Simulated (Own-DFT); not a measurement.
## Calculated data, TiO₂ (rutile, strained, atoms displaced)

Computed with Own-DFT development build. A calculation, not a measurement: plane-wave PBE density functional theory by an unreviewed code, no spin, of a simulated periodic cell, stress positive in tension, free energy of the whole cell less one offset for each atom, oxygen file: force components 24 meV/angstrom off all-electron in one glass; forces on such cells passed a denser k mesh, this cell's mesh not checked; offsets are fitted by least squares, one for each functional and potential file, so energies compare only between cells with the same atoms and settings and are not formation energies; the far tail of each file's local potential was reset to the Coulomb form; each entry is a single point on an unrelaxed cell, so the pressure reflects the starting lattice, mostly measured values (interpolated for alloys), from which strain is counted, and rises with the displacements; printed positions are rounded, which can move forces by about a meV/angstrom; the program, named Own-DFT, is a retired in-house code; no spin-orbit coupling; before rounding, a Quantum ESPRESSO 7.3.1 run of the same cell and cutoff gave forces within 1 meV/angstrom rms on each cell, which checks the program and not the settings.

Settings shared by all entries: functional PBE; potential files PseudoDojo norm-conserving, scalar-relativistic, standard set; wave cutoff 72 hartree; occupations Fermi-Dirac; smearing width 0.1 eV; k mesh 3 x 3 x 3 centred on Gamma.

(1) 
```xyz
72
Lattice="9.0246 0.0904 -0.0759 0.0904 9.1487 -0.1441 -0.0733 -0.1393 8.9605" Properties=species:S:1:pos:R:3:force_x:R:1:force_y:R:1:force_z:R:1 formula=TiO2 free_energy_of_cell_above_offsets=-14.909 pressure=9.96 stress_xx=-12.02 stress_yy=-10.56 stress_zz=-7.29 stress_yz=-4.56 stress_xz=-2.73 stress_xy=4.82
Ti     0.0359     9.0061     8.8050      0.699      0.039      1.194
Ti     2.2512     2.2302     1.4645      0.484     -0.705      0.996
O      1.4719     1.4065    -0.0087      -1.52     -0.611     -0.473
O      3.0545     3.0359     8.8197      1.239      1.644      1.043
O      3.6911     0.8492     1.4901     -1.598      1.521     -1.155
O      0.9597     3.7183     1.4902       0.16     -0.596     -1.996
Ti     8.8859     0.0465     2.9593      1.635      0.408     -1.303
Ti     2.2685     2.2893     4.4327     -0.799      -0.82      -1.15
O      1.3659     1.4484     2.9517     -1.065     -1.263     -1.316
O      3.1035     3.1496     2.9675      1.395      1.067     -1.279
O      3.5744     0.9228     4.4074      1.018     -1.158      0.481
O      0.9006     3.6988     4.3965     -0.287       -0.7      0.121
Ti     0.0504     8.9892     5.8253      0.982      0.851      0.009
Ti     2.1745     2.2587     7.3315       0.93     -1.018     -0.153
O      1.3991     1.2860     5.9486     -0.998     -0.352       0.21
O      3.1592     3.0633     5.7706      1.116      1.626      3.094
O      3.5630     0.8114     7.5218      0.304      -0.15     -0.879
O      0.8418     3.5976     7.3549      0.302     -0.574      1.301
Ti     0.1330     4.5461    -0.0131      -0.59     -0.307     -1.198
Ti     2.4291     6.8659     1.3881     -1.966      1.497      0.482
O      1.3775     5.8499     8.7153     -0.572     -0.713       1.06
O      3.1879     7.7421    -0.0918      0.691      0.456      -0.27
O      3.6142     5.4576     1.4335       0.58     -0.525     -0.778
O      0.8854     8.2109     1.3949      0.726     -0.083     -0.348
Ti     9.0213     4.6164     2.7469      1.015     -0.541      4.669
Ti     2.2893     6.8200     4.2954     -0.093     -0.747      0.882
O      1.4064     5.8303     2.8957      0.575      1.349     -0.653
O      3.2179     7.7460     2.8798     -0.784     -0.913     -0.761
O      3.5846     5.3454     4.3851      0.475      0.548      0.321
O      0.9251     8.1064     4.3830     -0.869      1.202     -0.306
Ti     9.0097     4.5532     5.8721      0.065     -0.084     -2.906
Ti     2.3073     6.7066     7.3465     -1.002      0.591       -1.6
O      1.3950     5.8146     5.8152      0.461      1.093      0.981
O      3.1938     7.7246     5.7399      0.366     -0.091       1.05
O      3.6506     5.4187     7.3049      0.443     -0.375      0.963
O      0.8858     8.1981     7.3606      0.496     -0.497     -0.371
Ti     4.4327    -0.0738     8.9032     -0.764      0.883      1.304
Ti     6.7681     2.3281     1.4046       0.95     -0.311     -0.029
O      5.9365     1.5467    -0.0081     -1.417     -1.701     -0.661
O      7.5668     3.1669     8.8259      1.584      0.846      1.318
O      8.0507     0.8981     1.4421       0.44      0.304     -0.046
O      5.4239     3.6796     1.5058     -0.719      0.698     -1.432
Ti     4.5487     0.0008     2.8971     -0.794      0.529      1.549
Ti     6.7587     2.3044     4.3312     -0.155      0.685        1.2
O      5.8192     1.3619     2.9193       1.18      1.104       -0.2
O      7.6114     3.2104     2.9016      0.415     -0.036     -0.093
O      8.1408     0.9545     4.3857      0.076     -0.435      0.646
O      5.4024     3.7448     4.3156      0.504     -0.685      0.599
Ti     4.6491     9.0725     5.8472     -1.698      1.094     -2.485
Ti     6.7613     2.1541     7.4108     -0.784      2.074     -0.545
O      5.9328     1.3614     5.9863     -1.573      -1.31     -1.579
O      7.6332     3.1319     5.7936      0.182      0.389      0.479
O      8.0611     0.9151     7.4292      1.745      -1.74      0.118
O      5.3946     3.5424     7.4404     -1.486      1.676     -0.162
Ti     4.5328     4.5891    -0.0192       0.51     -1.699     -2.186
Ti     6.8739     6.8528     1.3386     -0.894      1.144      -0.39
O      5.9582     5.9286    -0.0795      0.163      0.864     -0.431
O      7.7723     7.7843    -0.1468     -0.832     -0.428     -0.324
O      8.2138     5.4875     1.3947     -1.044      1.173       -1.8
O      5.4348     8.2898     1.3021      1.522     -1.517     -0.612
Ti     4.5374     4.5570     2.8528      -0.94     -0.632      2.554
Ti     6.8078     6.8292     4.2868      0.681     -0.188      0.162
O      5.9012     6.0144     2.8910      0.046     -0.037      -1.08
O      7.7156     7.8324     2.8273     -0.839     -1.098     -0.028
O      8.1638     5.4475     4.3071     -1.263      1.267      0.047
O      5.4094     8.2783     4.2059      1.161     -0.876       2.14
Ti     4.5277     4.6052     5.8653      0.004     -1.651     -0.645
Ti     6.7678     6.8084     7.2991      1.247     -0.698      0.466
O      5.9171     5.9457     5.8142     -0.045      0.562      0.282
O      7.7680     7.7729     5.7563      -1.61     -0.772      0.879
O      8.1368     5.4227     7.2565     -1.082      1.087      1.361
O      5.4027     8.2583     7.3412      1.518     -1.634     -0.341
```

Units: free_energy_of_cell_above_offsets in eV; pressure, stress_xx, stress_yy, stress_zz, stress_yz, stress_xz, stress_xy in GPa; force_x, force_y, force_z in eV/Å.

(2) 
```xyz
72
Lattice="9.2240 0.0042 0.1778 0.0042 9.3269 -0.1576 0.1718 -0.1522 8.7119" Properties=species:S:1:pos:R:3:force_x:R:1:force_y:R:1:force_z:R:1 formula=TiO2 free_energy_of_cell_above_offsets=-14.732 pressure=8.72 stress_xx=-6.77 stress_yy=-5.07 stress_zz=-14.3 stress_yz=-5.76 stress_xz=5.99 stress_xy=0.93
Ti     0.0094     9.3199    -0.0797      1.275     -0.516     -5.059
Ti     2.3633     2.2966     1.4949     -0.273     -1.483     -2.022
O      1.6065     1.1432     8.6478     -0.207      0.834      1.152
O      3.3998     3.0820     8.6660      0.254      0.383      0.925
O      3.6918     0.8969     1.5889      0.514     -0.172     -0.355
O      0.9087     3.7078     1.4313     -0.131       0.25     -0.525
Ti     9.2399     9.2358     2.8327      0.622      1.181      3.192
Ti     2.4019     2.3044     4.3409     -0.093      -1.51      1.074
O      1.4719     1.4156     2.8846      -0.84     -0.388      0.727
O      3.2093     3.1472     2.8666      1.643      1.719      0.724
O      3.7912     0.8186     4.4281     -0.362      0.684      -0.23
O      1.0023     3.7538     4.3542      0.652     -0.898     -1.877
Ti     9.3100    -0.0795     5.9050      1.166      0.249      1.783
Ti     2.4966     2.1718     7.2271     -0.556     -1.296      0.973
O      1.5640     1.2678     5.8415     -0.287      0.651     -1.179
O      3.2881     3.1169     5.8598      1.117      1.049     -1.458
O      3.8257     0.7784     7.2834      0.316     -0.128      0.897
O      1.1023     3.6324     7.1830     -1.167      0.696     -0.384
Ti     9.3624     4.5078     8.7777      0.053     -0.334     -0.756
Ti     2.3480     6.9680     1.3197     -0.615     -0.426      1.988
O      1.5897     5.9613     8.5854     -0.531     -0.765      1.278
O      3.1903     7.8924    -0.0137      0.806      0.973     -0.596
O      3.7907     5.5646     1.3196     -0.708      0.136      1.967
O      0.8994     8.3870     1.4049      1.127     -0.688     -1.775
Ti     9.2061     4.5887     2.9335      1.033      1.474     -0.393
Ti     2.4648     6.9458     4.2818     -1.001     -0.832     -0.321
O      1.5048     6.1424     2.8019     -0.971     -1.515     -0.316
O      3.2851     7.8657     2.8412      0.534      0.207     -0.623
O      3.7857     5.4966     4.3147      0.754      -0.83      0.184
O      1.0362     8.2917     4.2965     -0.633      0.868     -1.303
Ti     0.1563     4.4885     5.6943     -0.413      1.365      2.021
Ti     2.5238     6.7545     7.2202     -2.083      2.013     -1.914
O      1.5065     6.0602     5.7856     -0.423     -1.294     -0.485
O      3.3065     7.8034     5.6748      0.869      0.443       1.09
O      3.7991     5.4736     7.2748      2.011     -1.685     -0.116
O      1.0341     8.2347     7.1445     -0.426      0.856      0.516
Ti     4.5848     9.2900    -0.0602      -0.76      0.881     -0.324
Ti     6.9579     2.2362     1.5729     -0.335     -0.474     -2.014
O      5.9855     1.4406     0.1489      0.052       0.03      0.136
O      8.0162     3.0756     8.7625     -0.103       0.32       0.83
O      8.2973     0.9095     1.6363       0.36     -0.004      0.403
O      5.5831     3.7281     1.5266      0.461     -0.758     -1.338
Ti     4.7261     9.2074     2.9086     -1.618      0.725     -1.052
Ti     7.0547     2.2843     4.3423     -0.934     -1.438      3.478
O      6.1280     1.2395     3.0179      0.065      1.131     -0.619
O      7.8046     3.2602     2.9986      0.797      0.441     -1.037
O      8.3694     0.8301     4.4265      0.229      0.258       0.63
O      5.6367     3.7010     4.3610     -0.826       0.25     -0.448
Ti     4.6623     9.1546     5.6719     -0.804      1.778      2.812
Ti     6.9926     2.1936     7.3472      0.712     -1.569     -1.272
O      6.0846     1.3551     5.8873      0.348     -0.102      -0.05
O      7.8503     3.1438     5.8132      1.273      0.895      0.715
O      8.4914     0.8148     7.4041     -0.635      0.174      0.629
O      5.6443     3.5618     7.2843     -0.396       1.09      -0.37
Ti     4.6229     4.6235     0.0668      0.005     -0.481     -1.907
Ti     6.9278     7.0179     1.5044      0.071      0.118     -2.702
O      5.9838     6.0665     0.0901      0.512      0.249      -0.78
O      8.0079     7.7338     8.7124     -0.902      0.068      0.621
O      8.3968     5.6080     1.4657     -0.297     -0.316      1.178
O      5.4669     8.4065     1.4136      1.223     -0.877     -0.684
Ti     4.7408     4.5720     2.8125     -1.535      1.381      4.043
Ti     7.0406     6.9021     4.3562       0.95      0.083      0.423
O      6.1113     6.0432     2.9258     -0.349     -0.057      0.256
O      7.9524     7.8546     2.8531     -1.317     -0.595      1.192
O      8.3831     5.5433     4.3650     -0.328      0.159      0.806
O      5.5589     8.3414     4.3644      2.012     -1.659     -1.574
Ti     4.7889     4.5469     5.8677      -1.16     -0.534     -1.381
Ti     7.0489     6.8174     7.2137      1.158      1.077      2.229
O      6.0825     5.9568     5.8943      0.593      0.549      -1.12
O      8.0218     7.8684     5.8141     -2.538     -1.996     -0.258
O      8.4802     5.5530     7.3800     -0.085     -1.055     -0.267
O      5.5766     8.3323     7.2024      1.071     -1.016      0.009
```

Units: free_energy_of_cell_above_offsets in eV; pressure, stress_xx, stress_yy, stress_zz, stress_yz, stress_xz, stress_xy in GPa; force_x, force_y, force_z in eV/Å.
